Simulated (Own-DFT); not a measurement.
# How strain changes the stress of wurtzite AlN, 128 atoms (Al64N64)

Calculated results; nothing here was measured. They come from Own-DFT, an in-house plane-wave density functional program, since retired, whose code no person has reviewed. Each row is one single-point run on a periodic cell that was not relaxed, without spin or spin-orbit coupling.

Settings of every run: PBE; PseudoDojo norm-conserving scalar-relativistic files; cutoff 42 hartree; 3 x 3 x 3 k mesh centred on Gamma; Gaussian smearing of 0.01 eV.

Known limits: k mesh not checked against a denser one; stress not checked against mesh or cutoff.

Unstrained cell vectors in Å: (12.448, 0.000, 0.000); (-6.224, 10.780, 0.000); (0.000, 0.000, 9.964). The unstrained cell has measured lattice constants (interpolated for alloys), not those of this functional. That, the random moves and any unrelaxed bonds set the pressure at no strain. Each run strains this cell uniformly, with the atoms carried along. Every atom was also moved at random, by a Gaussian of width 0.05 Å on each axis. Strain is the symmetric tensor, in per cent. Stress is positive in tension, and the pressure is minus a third of its trace.

| run | e_xx (%) | e_yy (%) | e_zz (%) | e_yz (%) | e_xz (%) | e_xy (%) | s_xx (GPa) | s_yy (GPa) | s_zz (GPa) | s_yz (GPa) | s_xz (GPa) | s_xy (GPa) | P (GPa) | E (meV/atom) |
|---|---|---|---|---|---|---|---|---|---|---|---|---|---|---|
| 1 | -1.65 | -1.71 | 0.73 | 0.96 | 1.70 | -0.94 | -15.95 | -16.82 | -3.64 | 2.68 | 4.98 | -2.97 | 12.14 | 32.2 |
| 2 | 0.15 | -1.69 | -1.22 | 1.69 | -0.55 | -0.86 | -8.86 | -15.21 | -12.86 | 3.97 | -1.40 | -3.02 | 12.31 | 39.8 |
| 3 | -1.58 | 1.04 | -1.37 | 0.43 | 1.66 | -0.10 | -11.84 | -3.77 | -13.68 | 1.44 | 3.31 | -0.15 | 9.76 | 18.3 |
| 4 | 1.15 | -1.91 | 1.67 | -0.22 | 1.56 | 1.10 | -2.55 | -11.99 | 1.56 | -0.03 | 3.44 | 4.54 | 4.33 | 13.9 |
| 5 | 1.69 | -0.40 | -1.02 | -0.96 | 1.14 | -0.10 | 1.04 | -5.10 | -11.68 | -1.86 | 2.50 | 0.34 | 5.25 | 12.8 |
| 6 | -1.19 | 0.24 | 0.83 | 0.17 | 0.24 | -0.20 | -10.35 | -5.45 | -1.75 | 0.16 | 0.18 | -0.68 | 5.85 | 0.0 |
| 7 | -0.03 | -0.23 | 1.02 | -0.97 | -1.73 | -0.32 | -7.46 | -4.98 | 0.12 | -2.84 | -3.73 | -1.37 | 4.10 | 6.9 |
| 8 | -0.28 | -0.77 | -0.86 | -0.55 | 0.38 | -1.88 | -8.33 | -11.72 | -9.04 | -1.34 | 0.95 | -7.28 | 9.70 | 7.7 |
| 9 | -0.70 | 1.98 | 1.66 | 0.48 | -0.92 | -1.04 | -6.50 | 3.77 | 2.47 | 1.35 | -2.34 | -3.50 | 0.09 | 6.3 |
| 10 | -1.39 | -1.11 | -1.66 | 0.28 | 0.67 | -1.40 | -16.66 | -14.25 | -15.70 | 1.86 | 2.22 | -5.27 | 15.54 | 42.3 |
| 11 | -1.93 | -0.75 | -1.24 | 0.41 | 1.16 | 0.36 | -21.20 | -10.64 | -14.49 | 1.69 | 1.86 | 2.56 | 15.44 | 46.4 |
| 12 | -1.60 | 0.29 | 1.72 | -1.83 | 0.31 | 1.32 | -12.62 | -5.07 | 0.68 | -4.48 | 1.29 | 6.71 | 5.67 | 24.2 |
| 13 | 0.39 | 0.80 | 1.95 | 1.16 | 1.41 | 1.31 | -3.66 | 0.43 | 3.77 | 2.67 | 3.22 | 4.08 | -0.18 | 6.9 |
| 14 | 1.79 | -1.99 | 0.44 | 0.99 | -0.29 | 0.88 | 0.71 | -13.86 | -3.39 | 2.35 | -1.29 | 1.95 | 5.52 | 10.9 |
| 15 | -0.07 | -1.94 | 0.30 | -0.24 | 1.49 | 0.45 | -7.66 | -17.15 | -5.11 | 0.39 | 4.14 | 1.88 | 9.97 | 18.5 |
| 16 | -0.22 | -1.13 | 1.53 | -1.13 | 1.70 | -1.35 | ? | ? | ? | ? | ? | ? | ? | ? |

E is the free energy for each atom above the lowest run shown.

## Worked fit

Each stress component was fitted by least squares to a constant and the strains of the runs shown, as fractions, with shears doubled. Shear strains stay in the fit of a normal stress only where such slopes are resolved. The slopes, in GPa:

```
stress,at no strain,per e_xx,per e_yy,per e_zz,scatter
s_xx,-6.4,508 ± 36,134 ± 37,59 ± 33,1.51
s_yy,-5.6,136 ± 27,521 ± 27,58 ± 25,1.13
s_zz,-6.2,48 ± 22,27 ± 23,504 ± 20,0.93
```

Each shear stress against twice its own strain: yz 118 ± 6, xz 122 ± 7, xy 193 ± 12 GPa. These are stiffnesses along x, y and z of the frame in which the cell vectors are given, which need not be the crystal's axes. The atoms are held to the strained lattice; where symmetry lets them move under strain, relaxing them would lower some slopes. The table should be nearly symmetric about its diagonal, and what it lacks of that shows the noise. A ninth of its sum, 222 ± 5 GPa, estimates the bulk modulus near the mean pressure of these runs, 7.7 GPa, so it lies above the value at zero pressure.

## Withheld run

Question: what normal stresses and pressure should run 16 give?

The fit gives s_xx = -8.1, s_yy = -10.9, s_zz = 1.1 and P = 6.0 GPa. The calculation gave -6.30, -11.49, 0.53 and P = 5.75 GPa.
